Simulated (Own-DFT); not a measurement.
# A change of arrangement and its cost: C16Si16, 32 atoms

No measurement is shown. These are fixed-geometry runs of a retired plane-wave code named Own-DFT, which no person has reviewed; spin and spin-orbit coupling are neglected.

Method: PBE; PseudoDojo norm-conserving scalar-relativistic files; cutoff 42 hartree; 5 x 5 x 3 k mesh centred on Gamma; Fermi-Dirac smearing of 0.1 eV.

Caveats: forces on such cells passed a denser k mesh, each cell not checked; stress not checked against mesh or cutoff.

All cells hold the same atoms in the same cell, with vectors in Å (6.165, 0.000, 0.000); (-3.083, 5.339, 0.000); (0.000, 0.000, 10.068). u is the rms random offset of the atoms per axis. E is the free energy of the whole cell, counted from the lowest run. The arrangements:

- A: 2H SiC
- B: 4H SiC

```
arrangement,u (Å),E (eV),P (GPa)
A,0.0297,0.052,3.81
A,0.0308,0.170,3.90
A,0.0320,0.413,4.02
A,0.0621,3.858,6.71
A,0.0637,2.862,5.56
A,0.0660,3.893,6.48
B,0.0302,0.085,3.78
B,0.0320,0.000,3.71
B,0.0320,0.201,3.78
B,0.0612,3.663,6.14
B,0.0618,3.061,5.96
B,0.0660,4.107,6.84
```

Q: what order do the arrangements take when the shaking is discounted?

## Answer

Fit E = a + b u², with one b for all and one a for each arrangement, and with residuals divided by u², since the noise grows with the moves. Then b = 1120 eV/Å², the scatter at u = 0.04 Å is 0.19 eV, and against A:

- B: -0.12 ± 0.09 eV (not told apart from A)

The cells share one lattice and weren't relaxed, which can shift such small differences either way.
